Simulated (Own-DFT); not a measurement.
# Point defects and the pressure they add: zincblende GaAs

Everything here is calculated. The program is Own-DFT (plane waves, in-house, since retired, never reviewed by a person); positions were held fixed, and spin and spin-orbit coupling were off.

All runs used: PBE; PseudoDojo norm-conserving scalar-relativistic files; cutoff 42 hartree; 3 x 3 x 3 k mesh centred on Gamma; Fermi-Dirac smearing of 0.1 eV.

Limits (not all hold for every row): not probed for a lower state with spin; forces on such cells failed a check on a denser k mesh; forces not confirmed at this smearing and k mesh; forces on such cells passed a denser k mesh, each cell not checked; stress not checked against mesh or cutoff.

All runs share one cell, with vectors in Å (11.307, 0.000, 0.000); (0.000, 11.307, 0.000); (0.000, 0.000, 11.307) and a volume of 1445.4 Å³. u is the rms random offset of the atoms per axis. The defect's site can differ from row to row.

| cell | formula | u (Å) | P (GPa) |
|---|---|---|---|
| no defect | As32Ga32 | 0.0208 | 3.52 |
| no defect | As32Ga32 | 0.0450 | 3.80 |
| no defect | As32Ga32 | 0.0522 | 4.02 |
| one Al on a Ga site | AlAs32Ga31 | 0.0461 | 3.90 |
| one Al on a Ga site | AlAs32Ga31 | 0.0487 | ? |
| one Al on a Ga site | AlAs32Ga31 | 0.0496 | 3.92 |
| one Al on a Ga site | AlAs32Ga31 | 0.0547 | 4.05 |
| one As on a Ga site | As33Ga31 | 0.0265 | 4.22 |
| one As on a Ga site | As33Ga31 | 0.0318 | 4.29 |
| one As on a Ga site | As33Ga31 | 0.0481 | 4.63 |
| one In on a Ga site | As32Ga31In | 0.0314 | 4.26 |
| one In on a Ga site | As32Ga31In | 0.0461 | 4.56 |
| one In on a Ga site | As32Ga31In | 0.0468 | 4.63 |
| one P on an As site | As31Ga32P | 0.0291 | 3.33 |
| one P on an As site | As31Ga32P | 0.0310 | 3.37 |
| one P on an As site | As31Ga32P | 0.0322 | 3.40 |

## Analysis

P = P0 + c u² + a shift for each defect gives P0 = 3.37 GPa, c = 235 ± 15 GPa/Å² and a scatter of 0.04 GPa. The shifts, and each times the cell's volume:

- one In on a Ga site: 0.69 ± 0.03 GPa, 6.2 eV
- one As on a Ga site: 0.69 ± 0.03 GPa, 6.2 eV
- one Al on a Ga site: -0.01 ± 0.03 GPa, -0.1 eV (not resolved)
- one P on an As site: -0.23 ± 0.03 GPa, -2.1 eV

Positive is outwards. The product with the volume (160.2 GPa Å³ to the eV) is nearly free of the cell's size; divided by the bulk modulus at the cell's pressure it gives the volume that the defect adds. The atoms around the defects weren't relaxed, which would change these numbers.

## Test on the hidden row

The question: what pressure belongs in the blank (one Al on a Ga site, u = 0.0487 Å)?

The fitted form gives 3.92 ± 0.04 GPa. The run itself gave 3.95 GPa.
